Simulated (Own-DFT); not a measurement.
# Computed records: SiC (2H silicon carbide, atoms displaced)

A calculation, not a measurement: plane-wave PBE density functional theory by an unreviewed code, no spin, of a simulated periodic cell, stress positive in tension, free energy of the whole cell less one offset for each atom, forces on such cells passed a denser k mesh, this cell's mesh not checked; offsets are fitted by least squares, one for each functional and potential file, so energies compare only between cells with the same atoms and settings and are not formation energies; the far tail of each file's local potential was reset to the Coulomb form; each entry is a single point on an unrelaxed cell, so the pressure reflects the starting lattice, mostly measured values (interpolated for alloys), from which strain is counted, and rises with the displacements; printed positions are rounded, which can move forces by about a meV/angstrom; the program, named Own-DFT, is a retired in-house code; no spin-orbit coupling. Program: Own-DFT development build.

Common to all runs: functional PBE; potential files PseudoDojo norm-conserving, scalar-relativistic, standard set; wave cutoff 42 hartree; occupations Fermi-Dirac; smearing width 0.1 eV; hardware one NVIDIA H100; k mesh 5 x 5 x 3 centred on Gamma.

(1) SiC (2H silicon carbide, atoms displaced)

```xyz
32
Lattice="6.1654 0.0000 0.0000 -3.0827 5.3394 0.0000 0.0000 0.0000 10.0681" Properties=species:S:1:pos:R:3 SiC
Si     3.1100     5.2662     0.0020
Si    -0.0203     1.7568     2.4148
C      0.0018     0.0405     1.9217
C     -0.0831     1.7895     4.4241
Si     0.0262     0.0702     5.1862
Si    -0.0453     1.8287     7.6002
C      3.0308     5.2791     6.8878
C     -0.0101     1.8551     9.4225
Si     4.5949     2.5708     0.0215
Si    -1.4337     4.5075     2.3771
C     -1.5122     2.6471     1.9547
C     -1.5174     4.4288     4.3751
Si    -1.5247     2.7322     5.0379
Si    -1.5355     4.3410     7.5790
C      4.5236     2.6403     6.9494
C     -1.5303     4.4817     9.4165
Si     0.0795     5.3035     0.0851
Si     3.0941     1.7913     2.5546
C      3.0575     0.0090     1.9073
C      3.0219     1.7814     4.3748
Si     3.1381     0.0019     5.1853
Si     3.0611     1.7037     7.5670
C      3.0602     0.0188     6.9599
C      3.1848     1.7931     9.3695
Si     1.5640     2.6445    10.0196
Si     1.5785     4.4350     2.5513
C      1.6179     2.6499     1.9299
C      1.5406     4.4983     4.3700
Si     1.6203     2.7294     5.1374
Si     1.5930     4.4465     7.5989
C      1.5294     2.5671     6.9121
C      1.4814     4.4021     9.4263
```

| Quantity | Value |
| --- | --- |
| free energy of cell above offsets | -1.638 eV |
| pressure | 5.98 GPa |
| stress xx | -4.39 GPa |
| stress yy | -3.1 GPa |
| stress zz | -10.44 GPa |
| stress yz | -0.1 GPa |
| stress xz | 1.67 GPa |
| stress xy | -0.17 GPa |
| wall time | 123.6 s |

Force:
| element | x (eV/Å) | y (eV/Å) | z (eV/Å) |
| --- | --- | --- | --- |
| Si | -0.756 | 1.456 | -0.115 |
| Si | 1.61 | 1.079 | 3.414 |
| C | 0.409 | -1.929 | -1.841 |
| C | 2.12 | 0.191 | 0.057 |
| Si | 0.024 | -0.68 | -6.198 |
| Si | -0.082 | -1.406 | -1.706 |
| C | 1.346 | 0.927 | 4.532 |
| C | 0.446 | -2.091 | 0.997 |
| Si | 1.454 | 2.734 | 0.602 |
| Si | -3.815 | -2.165 | 3.943 |
| C | -0.967 | 0.839 | -2.279 |
| C | 0.085 | 1.926 | 0.818 |
| Si | -1.054 | -1.142 | -0.777 |
| Si | -0.623 | 2.094 | -0.612 |
| C | 1.53 | -0.227 | -0.583 |
| C | 0.537 | -1.114 | 1.507 |
| Si | -1.844 | 0.981 | -2.004 |
| Si | 0.282 | -0.278 | 0.389 |
| C | 3.651 | 1.146 | -0.866 |
| C | 1.312 | -0.097 | 2.236 |
| Si | -1.217 | 0.089 | -4.543 |
| Si | -0.16 | 1.202 | -0.509 |
| C | 0.536 | -2.394 | 1.435 |
| C | -2.605 | -1.627 | 1.805 |
| Si | 0.575 | -0.279 | 1.245 |
| Si | -0.263 | 0.077 | -0.09 |
| C | -1.532 | 0.544 | -1.815 |
| C | 0.713 | -0.311 | 2.752 |
| Si | -2.036 | -0.647 | -3.73 |
| Si | -1.708 | -0.963 | -1.28 |
| C | -0.079 | 1.691 | 2.379 |
| C | 2.109 | 0.371 | 0.836 |

(2) SiC (2H silicon carbide, atoms displaced)

```xyz
32
Lattice="6.1654 0.0000 0.0000 -3.0827 5.3394 0.0000 0.0000 0.0000 10.0681" Properties=species:S:1:pos:R:3 SiC
Si     0.0899     0.0080    10.0578
Si     0.0111     1.6442     2.5305
C     -0.0040     0.0649     1.8820
C     -0.0080     1.8113     4.4039
Si     3.0677     5.3017     5.1016
Si    -0.0298     1.6818     7.5854
C      3.0130     5.2950     6.8570
C     -0.0714     1.8527     9.3858
Si    -1.5295     2.6749    10.0035
Si    -1.6294     4.4464     2.5045
C      4.5231     2.6157     1.8086
C     -1.5772     4.4205     4.3776
Si     4.5570     2.7168     5.0011
Si    -1.5417     4.5890     7.6559
C     -1.4713     2.6715     6.9442
C     -1.4505     4.3846     9.3507
Si    -0.0038     5.2521     0.0001
Si     3.1050     1.8135     2.4680
C     -0.0098     5.3250     1.8973
C      3.0974     1.7365     4.4008
Si     0.0162     5.2681     5.1542
Si     3.0997     1.8106     7.5744
C      3.0750     0.0049     6.9896
C      3.0662     1.7594     9.3976
Si     1.5951     2.6700     9.9913
Si     1.5232     4.4212     2.5004
C      1.4892     2.6297     1.8469
C      1.4957     4.4160     4.3042
Si     1.4878     2.6273     5.0980
Si     1.6114     4.4735     7.6061
C      1.4704     2.6659     6.9433
C      1.5594     4.4797     9.5404
```

| Quantity | Value |
| --- | --- |
| free energy of cell above offsets | -2.119 eV |
| pressure | 5.35 GPa |
| stress xx | -2.9 GPa |
| stress yy | -2.73 GPa |
| stress zz | -10.4 GPa |
| stress yz | -0.21 GPa |
| stress xz | 1.21 GPa |
| stress xy | -0.68 GPa |
| wall time | 118.1 s |

Force:
| element | x (eV/Å) | y (eV/Å) | z (eV/Å) |
| --- | --- | --- | --- |
| Si | -1.167 | 0.734 | 0.406 |
| Si | -0.509 | 5.062 | 0.605 |
| C | -0.319 | -3.905 | -1.245 |
| C | -0.818 | -1.466 | 0.457 |
| Si | -0.588 | 0.516 | -4.134 |
| Si | -0.161 | 2.394 | -1.755 |
| C | 1.899 | 0.541 | 3.141 |
| C | 2.744 | -2.34 | 1.045 |
| Si | -1.688 | -1.012 | 1.041 |
| Si | 1.91 | -0.575 | -0.098 |
| C | 2.776 | 1.695 | 0.296 |
| C | 0.051 | 1.232 | 1.003 |
| Si | 1.01 | -1.723 | 1.021 |
| Si | 0.192 | -3.039 | -4.866 |
| C | -1.669 | 0.944 | -0.273 |
| C | -1.843 | 1.42 | 3.841 |
| Si | 0.549 | 2.243 | 1.061 |
| Si | -2.404 | -1.842 | 1.087 |
| C | -0.772 | -0.235 | -0.517 |
| C | -0.963 | 0.038 | 0.541 |
| Si | -0.409 | 0.952 | -3.074 |
| Si | 0.129 | 0.332 | -1.666 |
| C | 0.811 | 0.473 | 0.215 |
| C | 0.53 | -0.487 | 0.768 |
| Si | -1.44 | -0.225 | 1.494 |
| Si | -0.584 | -0.241 | -1.123 |
| C | 0.642 | 0.197 | -0.063 |
| C | 0.828 | -0.079 | 3.545 |
| Si | 1.256 | 0.516 | -2.004 |
| Si | -2.815 | -1.549 | 0.234 |
| C | 1.194 | -0.155 | 0.945 |
| C | 1.625 | -0.413 | -1.928 |

(3) SiC (2H silicon carbide, atoms displaced)

```xyz
32
Lattice="6.1654 0.0000 0.0000 -3.0827 5.3394 0.0000 0.0000 0.0000 10.0681" Properties=species:S:1:pos:R:3 SiC
Si     6.0916     0.0162     0.0069
Si    -0.0035     1.8060     2.5589
C      0.0310     0.0369     1.9658
C     -0.0246     1.8726     4.4023
Si     0.0347     0.0490     5.0894
Si     0.1188     1.8207     7.5769
C      3.1078     5.2938     6.8427
C      0.0712     1.8029     9.5209
Si    -1.4639     2.7116     0.0297
Si    -1.5748     4.4504     2.5591
C     -1.5623     2.7159     1.8596
C     -1.4869     4.4829     4.3314
Si    -1.4968     2.6748     5.1033
Si    -1.6173     4.4401     7.5230
C     -1.4120     2.6924     6.9200
C     -1.6306     4.4032     9.4339
Si     3.0599     0.0088     0.0219
Si     3.0647     1.8840     2.4996
C     -0.0078     5.2777     1.8710
C      3.1426     1.7579     4.3118
Si    -0.0626     5.3357     5.0829
Si     3.0579     1.7495     7.5544
C      3.0981     0.1125     6.9650
C      3.1419     1.8622     9.4086
Si     1.6209     2.7580    10.0476
Si     1.5700     4.4471     2.4797
C      1.6668     2.6136     1.9096
C      1.4445     4.3685     4.3820
Si     1.4430     2.6039     5.0425
Si     1.5413     4.4299     7.6629
C      1.5695     2.6692     6.8802
C      1.3605     4.4789     9.4416
```

| Property | Result |
| --- | --- |
| free energy of cell above offsets | -1.788 eV |
| pressure | 5.94 GPa |
| stress xx | -4.36 GPa |
| stress yy | -3.28 GPa |
| stress zz | -10.17 GPa |
| stress yz | -0.13 GPa |
| stress xz | -1.04 GPa |
| stress xy | 2.17 GPa |
| wall time | 122 s |

Force:
| element | x (eV/Å) | y (eV/Å) | z (eV/Å) |
| --- | --- | --- | --- |
| Si | 1.112 | -0.078 | 0.777 |
| Si | 0.231 | 0.522 | -1.166 |
| C | -1.1 | -0.104 | -1.366 |
| C | -0.517 | -2.702 | 0.218 |
| Si | -1.56 | -1.471 | -3.839 |
| Si | -1.705 | -1.209 | 0.304 |
| C | -1.056 | 1.211 | 3.548 |
| C | -0.139 | -0.077 | -1.289 |
| Si | -1.016 | -0.623 | -0.746 |
| Si | 1.411 | 0.359 | -1.86 |
| C | 0.952 | -0.522 | 1.018 |
| C | -1.9 | -0.493 | 3.278 |
| Si | -1.744 | 0.663 | -1.927 |
| Si | 2.272 | 0.041 | 0.867 |
| C | -1.47 | -0.539 | 0.897 |
| C | 0.418 | 1.823 | -0.322 |
| Si | -2.896 | 1.577 | 0.252 |
| Si | 3.375 | -3.917 | 0.59 |
| C | 0.202 | 1.223 | 0.122 |
| C | -0.983 | 0.494 | 3.013 |
| Si | 2.279 | 0.662 | -1.586 |
| Si | 1.725 | 2.672 | 0.218 |
| C | -0.486 | -3.702 | -0.524 |
| C | -0.314 | -0.951 | 0.632 |
| Si | -0.389 | -2.04 | 1.38 |
| Si | -0.863 | -0.183 | 1.369 |
| C | -4.531 | 2.807 | -1.942 |
| C | 1.475 | 1.341 | 1.06 |
| Si | 3.6 | 2.032 | -1.192 |
| Si | -0.431 | 0.987 | -3.802 |
| C | 0.425 | 0.508 | 1.457 |
| C | 3.624 | -0.31 | 0.559 |

(4) SiC (2H silicon carbide, atoms displaced)

```xyz
32
Lattice="6.1654 0.0000 0.0000 -3.0827 5.3394 0.0000 0.0000 0.0000 10.0681" Properties=species:S:1:pos:R:3 SiC
Si     3.0633     5.2923     0.0007
Si     0.0293     1.7375     2.5179
C     -3.0167     5.3175     1.9065
C     -0.0807     1.9026     4.4207
Si    -3.0454     5.3324     5.0687
Si    -0.0674     1.8407     7.4341
C     -3.0263     5.2897     6.9900
C      0.0402     1.7312     9.4299
Si    -1.5116     2.6851     0.0345
Si    -1.5328     4.4937     2.5103
C     -1.5126     2.7183     1.9247
C     -1.6109     4.4689     4.4017
Si    -1.4783     2.7440     4.9723
Si    -1.5378     4.4840     7.5496
C      4.6194     2.6219     6.8907
C     -1.5494     4.4112     9.3722
Si     3.2121     0.0885     0.0306
Si     3.0832     1.7912     2.5302
C      0.0162     5.3113     1.8282
C      3.1432     1.7803     4.4146
Si     3.2206     0.0771     5.0391
Si     3.1362     1.7790     7.5580
C      3.0100     0.0013     6.8767
C      3.0951     1.7512     9.4007
Si     1.4986     2.7458     9.9973
Si     1.5168     4.4155     2.5966
C      1.5938     2.6559     1.8602
C      1.7030     4.4252     4.3478
Si     1.5764     2.6836     4.9831
Si     1.5110     4.5228     7.5555
C      1.5382     2.6772     6.9109
C      1.5293     4.5539     9.3740
```

(5) SiC (2H silicon carbide, atoms displaced)

```xyz
32
Lattice="6.1654 0.0000 0.0000 -3.0827 5.3394 0.0000 0.0000 0.0000 10.0681" Properties=species:S:1:pos:R:3 SiC
Si    -3.0230     5.2590     0.0628
Si    -0.0048     1.8212     2.5673
C      3.0329     5.3012     1.9071
C     -0.1347     1.7877     4.4408
Si    -3.0767     5.3309     5.1417
Si    -0.0312     1.7138     7.5820
C      3.0588     5.2945     6.9010
C      0.1027     1.8273     9.4740
Si    -1.5554     2.6951    10.0073
Si    -1.4715     4.4644     2.4972
C      4.6055     2.6190     1.8446
C     -1.5164     4.4704     4.3755
Si     4.6237     2.6327     4.9666
Si    -1.5340     4.3953     7.5519
C      4.6084     2.6818     6.8865
C     -1.5984     4.4906     9.4686
Si    -0.1079     5.3080     0.0286
Si     2.9997     1.7244     2.5373
C      0.0519     5.3119     1.9638
C      3.0323     1.8984     4.3494
Si     0.0184     5.2836     5.1219
Si     3.0888     1.7629     7.4904
C      3.2243     0.0504     6.9507
C      3.0698     1.7200     9.4746
Si     1.4740     2.6925     0.0241
Si     1.5223     4.3490     2.5222
C      1.5084     2.6476     1.9957
C      1.5104     4.5523     4.4122
Si     1.4846     2.7583     5.0371
Si     1.4389     4.4558     7.5614
C      1.4882     2.6087     6.9231
C      1.4853     4.4411     9.3981
```

Q: SiC (2H silicon carbide, atoms displaced) (entry 4): pressure?
A: 5.19 GPa

Q: Give the table of force values for SiC (2H silicon carbide, atoms displaced) (entry 4).
A: 
Force:
| element | x (eV/Å) | y (eV/Å) | z (eV/Å) |
| --- | --- | --- | --- |
| Si | 1.941 | 1.018 | -0.354 |
| Si | -0.357 | 1.193 | -0.449 |
| C | -2.159 | 0.2 | -0.519 |
| C | 3.906 | -2.911 | -1.054 |
| Si | -0.033 | 1.488 | 0.443 |
| Si | 2.719 | -1.861 | 2.369 |
| C | -2.247 | 1.782 | -1.962 |
| C | -1.038 | 1.101 | -0.354 |
| Si | 0.142 | -0.348 | -1.055 |
| Si | 0.565 | -0.963 | 0.213 |
| C | -0.099 | -1.078 | -0.283 |
| C | 2.999 | 1.187 | -0.442 |
| Si | -2.882 | 0.373 | 1.657 |
| Si | 0.301 | -1.828 | 0.178 |
| C | -0.789 | 2.019 | -0.955 |
| C | 0.838 | 0.734 | 1.96 |
| Si | -3.187 | -1.313 | -1.337 |
| Si | 1.098 | -0.244 | -0.778 |
| C | 0.574 | 0.783 | 2.407 |
| C | -0.472 | 0.601 | -0.617 |
| Si | -1.707 | -1.96 | -0.59 |
| Si | -1.758 | 0.078 | -0.694 |
| C | 2.091 | 0.591 | 0.473 |
| C | 0.043 | 2.01 | 1.004 |
| Si | 0.919 | -1.433 | 0.293 |
| Si | 1.219 | 0.343 | -3.401 |
| C | -1.078 | 0.491 | 0.366 |
| C | -2.379 | 0.738 | 2.441 |
| Si | -0.171 | -0.462 | 1.296 |
| Si | 0.347 | -1.303 | -1.415 |
| C | 0.27 | 0.68 | -0.101 |
| C | 0.386 | -1.706 | 1.262 |

Q: Give the missing stress yy for SiC (2H silicon carbide, atoms displaced) (entry 5).
A: -3.58 GPa

Q: Give the table of force values for SiC (2H silicon carbide, atoms displaced) (entry 5).
A: 
Force:
| element | x (eV/Å) | y (eV/Å) | z (eV/Å) |
| --- | --- | --- | --- |
| Si | -3.687 | 2.517 | -0.315 |
| Si | -1.966 | -1.958 | -0.6 |
| C | 1.407 | 0.238 | 0.573 |
| C | 3.847 | -1.143 | -0.57 |
| Si | 0.013 | 0.264 | -3.656 |
| Si | 0.534 | 0.735 | -0.287 |
| C | 0.337 | -0.246 | 2.777 |
| C | -3.601 | -2.26 | -0.966 |
| Si | 0.267 | -1.774 | 1.331 |
| Si | -2.132 | -1.263 | 0.377 |
| C | -0.12 | 1.042 | 0.609 |
| C | -0.346 | -0.136 | 1.551 |
| Si | -2.494 | 2.278 | 0.894 |
| Si | -0.22 | 1.462 | -0.187 |
| C | 0.468 | -0.733 | 0.603 |
| C | 1.26 | -1.998 | -1.67 |
| Si | 2.815 | 0.793 | 0.366 |
| Si | 2.246 | 0.999 | -0.428 |
| C | -1.004 | -0.085 | -1.834 |
| C | -0.393 | -1.729 | 2.043 |
| Si | -1.051 | 2.229 | -2.2 |
| Si | -0.747 | 1.469 | 1.677 |
| C | -4.349 | -0.522 | -0.861 |
| C | -0.316 | 1.342 | -0.798 |
| Si | 2.861 | 0.473 | 0.345 |
| Si | 1.012 | 2.61 | 1.083 |
| C | 0.012 | -0.725 | -2.222 |
| C | 0.914 | -1.562 | 0.267 |
| Si | -0.012 | -1.06 | -0.18 |
| Si | 3.785 | -2.569 | 0.588 |
| C | 0.233 | 0.894 | -0.104 |
| C | 0.426 | 0.419 | 1.796 |

Further results for SiC (2H silicon carbide, atoms displaced) (entry 4):

| Property | Result |
| --- | --- |
| free energy of cell above offsets | -2.644 eV |
| stress xx | -5.17 GPa |
| stress yy | -2.77 GPa |
| stress zz | -7.61 GPa |
| stress yz | 1.04 GPa |
| stress xz | 0.07 GPa |
| stress xy | 1.92 GPa |
| wall time | 118.8 s |

Further results for SiC (2H silicon carbide, atoms displaced) (entry 5):

| Quantity | Value |
| --- | --- |
| free energy of cell above offsets | -2.234 eV |
| pressure | 5.62 GPa |
| stress xx | -6.2 GPa |
| stress zz | -7.07 GPa |
| stress yz | -1.16 GPa |
| stress xz | 0.03 GPa |
| stress xy | 1.53 GPa |
| wall time | 119 s |
